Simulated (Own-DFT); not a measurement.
Simulation results for Hf36O71 (tetragonal hafnia with one neutral oxygen vacancy, atoms displaced)

A calculation, not a measurement: plane-wave PBE and HSE06 DFT by an unreviewed code, no spin, of a simulated cell at Gamma alone, so results move with cell size and shape, stress positive in tension, energies less offsets, not probed for a lower state with spin; hafnium file: forces about 75 meV/angstrom off all-electron values; oxygen file: force components 24 meV/angstrom off all-electron in a glass; k mesh not checked against a denser one; forces and stress are PBE's, HSE06 gives the energy alone, and its difference from PBE has offsets of its own; offsets are fitted by least squares, one for each functional and potential file, so energies compare only between cells with the same atoms and settings and are not formation energies; the far tail of each file's local potential was reset to the Coulomb form; each entry is a single point on an unrelaxed cell, so the pressure reflects the starting lattice, taken from the Materials Project, from which strain is counted, and rises with the displacements; printed positions are rounded, which can move forces by about a meV/angstrom; the program is a retired in-house code; no spin-orbit coupling. Program: Own-DFT development build.

```cif
# cell vector a (Å): 10.7800 0.0000 0.0000
# cell vector b (Å): 0.0000 10.7800 0.0000
# cell vector c (Å): 0.0000 0.0000 10.4493
data_Hf36O71
_symmetry_space_group_name_H-M 'P 1'
_symmetry_Int_Tables_number 1
_cell_length_a 10.7800
_cell_length_b 10.7800
_cell_length_c 10.4493
_cell_angle_alpha 90.000
_cell_angle_beta 90.000
_cell_angle_gamma 90.000
_cell_volume 1214.30
loop_
_atom_site_label
_atom_site_type_symbol
_atom_site_fract_x
_atom_site_fract_y
_atom_site_fract_z
_atom_site_occupancy
Hf1 Hf 0.00180 0.00130 0.99780 1
Hf2 Hf 0.16768 0.16734 0.24677 1
O1 O 0.16360 0.99864 0.35080 1
O2 O 0.99563 0.16739 0.40187 1
O3 O 0.16494 0.99931 0.09639 1
Hf3 Hf 0.99882 0.00136 0.49539 1
Hf4 Hf 0.16590 0.16723 0.75191 1
O4 O 0.99995 0.17106 0.65667 1
O5 O 0.16692 0.00167 0.84430 1
O6 O 0.99774 0.16574 0.90239 1
O7 O 0.16583 0.99861 0.59783 1
Hf5 Hf 0.99906 0.33378 0.00017 1
Hf6 Hf 0.16759 0.50202 0.25175 1
O8 O 0.00006 0.50569 0.15109 1
O9 O 0.16678 0.33348 0.34813 1
O10 O 0.00018 0.50500 0.40636 1
O11 O 0.16460 0.33597 0.10260 1
Hf7 Hf 0.00124 0.33194 0.49830 1
Hf8 Hf 0.16394 0.49926 0.75340 1
O12 O 0.99917 0.49603 0.65617 1
O13 O 0.16633 0.33294 0.84661 1
O14 O 0.99983 0.49793 0.89751 1
O15 O 0.15832 0.33942 0.59502 1
Hf9 Hf 0.00211 0.66863 0.00653 1
Hf10 Hf 0.16531 0.83276 0.24994 1
O16 O 0.00427 0.83301 0.15111 1
O17 O 0.17092 0.66247 0.35448 1
O18 O 0.00012 0.83106 0.39676 1
O19 O 0.16566 0.66731 0.09646 1
Hf11 Hf 0.99913 0.67110 0.49781 1
Hf12 Hf 0.16791 0.83274 0.74823 1
O20 O 0.99845 0.83482 0.64934 1
O21 O 0.16109 0.66450 0.84833 1
O22 O 0.99925 0.83250 0.89961 1
O23 O 0.16699 0.66613 0.59862 1
Hf13 Hf 0.33474 0.00337 0.00130 1
Hf14 Hf 0.50416 0.16096 0.25394 1
O24 O 0.33637 0.16890 0.14805 1
O25 O 0.50372 0.00916 0.35339 1
O26 O 0.33770 0.17095 0.40459 1
O27 O 0.49456 0.99589 0.09584 1
Hf15 Hf 0.33700 0.99792 0.49986 1
Hf16 Hf 0.50527 0.16572 0.74577 1
O28 O 0.33355 0.16545 0.65416 1
O29 O 0.49859 0.00408 0.84504 1
O30 O 0.33183 0.16913 0.90036 1
O31 O 0.49925 0.99589 0.59386 1
Hf17 Hf 0.33750 0.33241 0.00429 1
Hf18 Hf 0.49970 0.49651 0.24915 1
O32 O 0.33177 0.49929 0.15088 1
O33 O 0.50139 0.33595 0.35010 1
O34 O 0.33086 0.49397 0.40556 1
O35 O 0.50529 0.33259 0.09610 1
Hf19 Hf 0.34042 0.33612 0.49723 1
Hf20 Hf 0.50415 0.49651 0.74985 1
O36 O 0.33626 0.49768 0.65300 1
O37 O 0.50129 0.33057 0.84650 1
O38 O 0.33030 0.50252 0.90229 1
O39 O 0.49820 0.33348 0.59826 1
Hf21 Hf 0.33219 0.66841 0.99811 1
Hf22 Hf 0.49751 0.83587 0.25236 1
O40 O 0.33505 0.83520 0.15324 1
O41 O 0.49772 0.66618 0.34572 1
O42 O 0.33439 0.83835 0.40139 1
O43 O 0.50186 0.66768 0.09457 1
Hf23 Hf 0.33261 0.66746 0.50353 1
Hf24 Hf 0.49983 0.83288 0.75274 1
O44 O 0.33504 0.83794 0.65428 1
O45 O 0.50169 0.66806 0.85111 1
O46 O 0.32953 0.83788 0.89971 1
O47 O 0.50176 0.67035 0.59884 1
Hf25 Hf 0.67073 0.00109 0.99900 1
Hf26 Hf 0.83327 0.15883 0.25267 1
O48 O 0.66730 0.16489 0.14943 1
O49 O 0.83398 0.99814 0.34329 1
O50 O 0.66693 0.16444 0.40386 1
O51 O 0.83006 0.99975 0.09677 1
Hf27 Hf 0.66793 0.99776 0.50074 1
Hf28 Hf 0.83567 0.16531 0.74688 1
O52 O 0.66282 0.16026 0.65191 1
O53 O 0.83046 0.99882 0.84932 1
O54 O 0.66681 0.16569 0.90867 1
O55 O 0.83383 0.99738 0.60197 1
Hf29 Hf 0.66570 0.33420 0.00279 1
Hf30 Hf 0.83158 0.50150 0.25320 1
O56 O 0.66633 0.50030 0.15115 1
O57 O 0.83404 0.33029 0.34467 1
O58 O 0.66692 0.49812 0.40416 1
O59 O 0.82812 0.33338 0.10129 1
Hf31 Hf 0.66683 0.33374 0.49731 1
Hf32 Hf 0.83288 0.49666 0.74518 1
O60 O 0.66484 0.49708 0.65190 1
O61 O 0.83612 0.33162 0.84399 1
O62 O 0.65800 0.50590 0.90580 1
O63 O 0.82996 0.33557 0.59635 1
Hf33 Hf 0.66602 0.66558 0.00292 1
Hf34 Hf 0.83682 0.83352 0.24948 1
O64 O 0.66765 0.83831 0.15273 1
O65 O 0.83298 0.66935 0.34642 1
O66 O 0.66943 0.83469 0.40180 1
O67 O 0.83493 0.66922 0.10106 1
Hf35 Hf 0.66162 0.66694 0.50119 1
Hf36 Hf 0.83393 0.83198 0.74741 1
O68 O 0.66751 0.83220 0.65372 1
O69 O 0.82843 0.66414 0.84743 1
O70 O 0.66653 0.83511 0.89846 1
O71 O 0.83415 0.66302 0.60461 1
_calc_first_functional 'PBE'
_calc_second_functional 'HSE06'
_calc_exact_exchange_share 0.25
_calc_screening 0.11  # 1/bohr
_calc_exchange_divergence 'Gygi-Baldereschi'
_calc_potential_files 'PseudoDojo norm-conserving, scalar-relativistic, made for PBE, standard set'
_calc_wave_cutoff 48  # hartree
_calc_occupations 'fixed'
_calc_k_mesh '1 x 1 x 1 centred on Gamma'
_calc_PBE_energy_of_cell_above_offsets '-100.799'  # eV
_calc_HSE06_less_PBE_above_offsets '-0.155'  # eV
_calc_PBE_pressure 0.87  # GPa
_calc_PBE_stress_xx -0.7  # GPa
_calc_PBE_stress_yy -0.51  # GPa
_calc_PBE_stress_zz -1.41  # GPa
_calc_PBE_stress_yz 0.53  # GPa
_calc_PBE_stress_xz -0.38  # GPa
_calc_PBE_stress_xy 0.05  # GPa
```

Force:
```tsv
element	x (eV/Å)	y (eV/Å)	z (eV/Å)
Hf	-0.582	-0.491	-0.289
Hf	-0.283	0.257	0.251
O	0.033	0.5	-0.778
O	0.11	-0.521	-0.352
O	0.342	0.525	0.396
Hf	0.897	-0.554	0.928
Hf	1.092	0.12	-0.416
O	-0.226	-0.327	-0.862
O	-0.397	-0.271	0.378
O	0.1	0.222	0.729
O	-0.27	0.041	-0.563
Hf	-0.35	0.489	-0.178
Hf	-0.458	-0.894	-0.006
O	-0.172	-0.245	0.475
O	-0.433	-0.336	-0.491
O	-0.274	-0.641	-0.466
O	-0.003	-0.749	-0.524
Hf	-0.23	1.039	0.306
Hf	0.132	-0.402	-0.507
O	-0.171	0.297	-0.452
O	-0.096	-0.12	0.52
O	0.005	0.32	1.128
O	1.812	-0.405	0.076
Hf	-0.884	-0.601	-1.663
Hf	0.567	0.084	0.26
O	-0.504	-0.02	-0.112
O	0.157	1.196	-0.671
O	0.031	0.623	0.073
O	0.879	0.163	0.8
Hf	-0.21	-0.718	1.126
Hf	-0.552	0.247	0.329
O	0.47	-0.21	-0.275
O	0.466	0.771	0.038
O	0.06	0.163	0.415
O	0.04	0.326	0
Hf	-0.323	0.234	-1.066
Hf	-0.233	1.568	-0.954
O	-0.254	-0.016	0.685
O	-0.211	-2.273	-0.316
O	-0.155	-0.98	-0.537
O	1.144	0.272	0.76
Hf	-1.055	1.418	0.795
Hf	-1.759	0.123	0.848
O	-0.08	0.033	-0.126
O	-0.042	-0.6	0.07
O	-0.173	-0.02	0.754
O	0.672	-0.048	0.271
Hf	-0.656	0.072	-0.986
Hf	0.016	0.654	-0.334
O	0.537	0.013	0.411
O	0.133	-0.63	-0.398
O	0.343	1.923	-0.758
O	-1.043	0.409	0.728
Hf	-1.674	-0.922	1.356
Hf	-0.819	0.338	0.821
O	-0.176	0.447	0.033
O	0.031	0.336	0.135
O	0.224	-0.457	0.464
O	1.207	-0.069	0.01
Hf	0.593	-0.034	-0.417
Hf	0.757	-0.087	-0.714
O	-0.705	-0.31	0.187
O	0.074	-0.11	0.236
O	0.297	-1.008	-0.049
O	-0.936	0.087	0.683
Hf	-0.214	-0.541	-0.175
Hf	0.661	0.266	0.467
O	-0.31	-0.561	-0.549
O	-0.596	-0.016	-0.667
O	0.054	-0.712	0.39
O	-0.586	-0.087	-0.129
Hf	-0.85	-0.704	-0.34
Hf	0.33	1.62	-1.262
O	-0.319	-0.261	0.984
O	0.161	-0.253	1.156
O	0.216	0.264	-0.19
O	1.693	0.347	0.414
Hf	-0.317	0.037	0.668
Hf	-0.59	-0.153	0.839
O	1.461	0.224	-0.404
O	0.204	0.416	-0.305
O	0.036	0.64	-0.806
O	0.176	0.438	-0.94
Hf	0.631	-0.033	-0.922
Hf	0.481	-0.459	-0.459
O	0.016	0.196	0.617
O	-0.229	0.386	0.156
O	0.102	0.705	-0.346
O	1.377	-0.119	-0.525
Hf	-0.004	-0.235	0.389
Hf	0.705	0.878	0.784
O	-0.055	0.113	-0.354
O	-0.454	-0.044	0.325
O	0.252	-1.607	-0.316
O	0.108	-0.419	-0.226
Hf	0.598	1.049	-0.857
Hf	-0.734	-0.654	-0.877
O	-0.352	-0.167	0.54
O	-0.086	-0.309	0.511
O	-0.394	-0.368	0.189
O	-0.304	0.077	0.006
Hf	1.213	0.264	0.166
Hf	-0.15	-0.61	1.086
O	-0.3	0.052	-0.58
O	0.144	0.052	0.041
O	-0.227	-0.142	0.646
O	-0.391	0.191	-1.354
```
